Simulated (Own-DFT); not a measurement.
# Shaking the atoms of monoclinic HfO2, 96 atoms (Hf32O64)

Calculated results; nothing here was measured. They come from Own-DFT, an in-house plane-wave density functional program, since retired, whose code no person has reviewed. Each row is one single-point run on a periodic cell that was not relaxed, without spin or spin-orbit coupling.

Settings of every run: PBE; PseudoDojo norm-conserving scalar-relativistic files; cutoff 72 hartree; 2 x 2 x 2 k mesh centred on Gamma; Fermi-Dirac smearing of 0.1 eV.

Known limits, some of them of some rows only: some atoms lie very close together; hafnium file: forces about 75 meV/angstrom off all-electron values; oxygen file: force components 24 meV/angstrom off all-electron in a glass; forces on such cells passed a denser k mesh, each cell not checked; stress not checked against mesh or cutoff.

Cell vectors in Å: (10.234, 0.000, 0.000); (0.000, 10.350, 0.000); (-1.696, 0.000, 10.445). In each run every atom was moved at random and independently from its ideal site; u is the rms move along one axis. E is the free energy for each atom above the fitted value at u = 0, and F the rms of the force components.

| run | u (Å) | E (meV/atom) | F (eV/Å) | largest force (eV/Å) | P (GPa) |
|---|---|---|---|---|---|
| 1 | 0.0194 | 9.9 | 0.478 | 1.95 | 4.13 |
| 2 | 0.0203 | ? | ? | ? | ? |
| 3 | 0.0489 | 57.2 | 1.027 | 4.50 | 6.00 |
| 4 | 0.0492 | 58.3 | 1.074 | 5.07 | 6.24 |
| 5 | 0.0732 | 136.9 | 1.688 | 8.89 | 8.07 |
| 6 | 0.0763 | 154.2 | 1.818 | 8.02 | 10.12 |
| 7 | 0.0779 | 155.9 | 1.792 | 7.93 | 9.42 |
| 8 | 0.1278 | 463.9 | 3.714 | 24.21 | 19.59 |
| 9 | 0.2001 | 1000.4 | 5.569 | 22.33 | 34.78 |

## Worked fit

For small independent moves the energy grows as E = (3/2) K u², with K the mean stiffness felt by one atom. The runs with u up to 0.11 Å give K = 16.9 ± 0.4 eV/Å², with residuals divided by u² + 0.0006 Å², since the noise grows with the moves. The scatter is 3.0 meV/atom at u = 0.05 Å. The forces follow F = G u with G = 22.9 eV/Å²; no force at u = 0 is resolved. G exceeds K because the moves of its neighbours add to the force on an atom, and stiffness differs between atoms. At u = 0.200 Å the parabola gives 1013 meV/atom and the run 1000. The pressure follows P = 3.78 + 950 u² GPa: at fixed volume, shortened bonds push harder than stretched ones pull.

## Withheld run

Question: what energy and rms force should run 2 give?

The fit gives 10 ± 1 meV/atom and about 0.47 eV/Å. The calculation gave 9.9 meV/atom and 0.477 eV/Å.
